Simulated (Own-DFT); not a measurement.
# Which defects push the lattice out? zincblende GaAs

No measurement is shown. These are fixed-geometry runs of a retired plane-wave code named Own-DFT, which no person has reviewed; spin and spin-orbit coupling are neglected.

Method: PBE; PseudoDojo norm-conserving scalar-relativistic files; cutoff 42 hartree; 3 x 3 x 3 k mesh centred on Gamma; Fermi-Dirac smearing of 0.1 eV.

Known weak points (not all hold for every row): not probed for a lower state with spin; forces on such cells failed a check on a denser k mesh; forces not confirmed at this smearing and k mesh; forces on such cells passed a denser k mesh, each cell not checked; stress not checked against mesh or cutoff.

All runs share one cell, with vectors in Å (11.307, 0.000, 0.000); (0.000, 11.307, 0.000); (0.000, 0.000, 11.307) and a volume of 1445.4 Å³. The atoms are randomly displaced, by u rms on each axis. The defect's site can differ from row to row.

```
                                        cell     formula   u (Å)  P (GPa)
                                   no defect    As32Ga32  0.0192     3.51
                                   no defect    As32Ga32  0.0196     3.53
                                   no defect    As32Ga32  0.0418     3.84
                         one P on an As site   As31Ga32P  0.0297     3.32
                         one P on an As site   As31Ga32P  0.0300     3.36
                         one P on an As site   As31Ga32P  0.0302        ?
                         one P on an As site   As31Ga32P  0.0305     3.36
one As on a Ga site and one Ga on an As site    As32Ga32  0.0291     3.92
one As on a Ga site and one Ga on an As site    As32Ga32  0.0294     3.93
one As on a Ga site and one Ga on an As site    As32Ga32  0.0511     4.31
                         one In on a Ga site  As32Ga31In  0.0307     4.31
                         one In on a Ga site  As32Ga31In  0.0308     4.29
                         one In on a Ga site  As32Ga31In  0.0490     4.46
                            two As vacancies    As30Ga32  0.0289     3.19
                            two As vacancies    As30Ga32  0.0312     3.24
                            two As vacancies    As30Ga32  0.0442     3.47
```

## What the rows give

P = P0 + c u² + a shift for each defect gives P0 = 3.46 GPa, c = 200 ± 18 GPa/Å² and a scatter of 0.04 GPa. The shifts, and each times the cell's volume:

- one In on a Ga site: 0.61 ± 0.04 GPa, 5.5 eV
- one As on a Ga site and one Ga on an As site: 0.31 ± 0.04 GPa, 2.8 eV
- one P on an As site: -0.29 ± 0.03 GPa, -2.6 eV
- two As vacancies: -0.41 ± 0.04 GPa, -3.7 eV (-1.8 eV for each of its 2 sites)

Against the defect-free cell, a freed cell would be larger where the shift is positive and smaller where it is negative (160.2 GPa Å³ is 1 eV). The atoms around the defects weren't relaxed, which would change these numbers.

## Prediction

Asked: what pressure belongs in the blank (one P on an As site, u = 0.0302 Å)?

Estimate: 3.35 ± 0.05 GPa. The run itself gave 3.34 GPa.
